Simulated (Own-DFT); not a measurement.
# Point defects and the pressure they add: 4H SiC

Calculated, not measured: single-point runs of Own-DFT, a retired in-house plane-wave DFT program that no person has reviewed, on unrelaxed cells, without spin or spin-orbit coupling.

Settings: PBE; PseudoDojo norm-conserving scalar-relativistic files; cutoff 42 hartree; 4 x 4 x 3 k mesh centred on Gamma; Fermi-Dirac smearing of 0.1 eV.

Known weak points (not all hold for every row): a neutral cation vacancy leaves holes that likely carry spin, which these runs leave out; not probed for a lower state with spin; forces on such cells failed a check on a denser k mesh; forces on such cells passed a denser k mesh, each cell not checked; stress not checked against mesh or cutoff.

All runs share one cell, with vectors in Å (9.248, 0.000, 0.000); (-4.624, 8.009, 0.000); (0.000, 0.000, 10.068) and a volume of 745.7 Å³. u is the rms random offset of the atoms per axis. The defect's site can differ from row to row.

```
                    cell     formula   u (Å)  P (GPa)
               no defect     C36Si36  0.0311     3.78
               no defect     C36Si36  0.0316     3.80
               no defect     C36Si36  0.0560     6.04
      one C on a Si site     C37Si35  0.0495     3.26
      one C on a Si site     C37Si35  0.0499     3.41
      one C on a Si site     C37Si35  0.0505     3.50
      one C on a Si site     C37Si35  0.0579        ?
  two N on a C site each   C34N2Si36  0.0289     2.61
  two N on a C site each   C34N2Si36  0.0484     4.15
  two N on a C site each   C34N2Si36  0.0490     3.81
two Al on a Si site each  Al2C36Si34  0.0285     5.85
two Al on a Si site each  Al2C36Si34  0.0318     5.91
two Al on a Si site each  Al2C36Si34  0.0517     7.30
          one Si vacancy     C36Si35  0.0308     2.99
          one Si vacancy     C36Si35  0.0311     3.24
          one Si vacancy     C36Si35  0.0318     3.14
```

## Analysis

P = P0 + c u² + a shift for each defect gives P0 = 2.96 GPa, c = 932 ± 57 GPa/Å² and a scatter of 0.15 GPa. The shifts, and each times the cell's volume:

- two Al on a Si site each: 2.00 ± 0.12 GPa, 9.3 eV (4.7 eV for each of its 2 sites)
- one Si vacancy: -0.74 ± 0.13 GPa, -3.4 eV
- two N on a C site each: -1.17 ± 0.12 GPa, -5.4 eV (-2.7 eV for each of its 2 sites)
- one C on a Si site: -1.89 ± 0.13 GPa, -8.8 eV

A positive shift means that the defect pushes the cell outwards. Shift times volume (160.2 GPa Å³ is 1 eV) depends little on the cell's size, so, taken for each site, it can be compared between cells at like pressure. The atoms around the defects weren't relaxed, which would change these numbers.

## Test on the hidden row

Q: what pressure belongs in the blank (one C on a Si site, u = 0.0579 Å)?

From the fit: 4.19 ± 0.18 GPa. DFT gave 3.43 GPa. That is outside the usual scatter, by luck or through something left out of the fit.
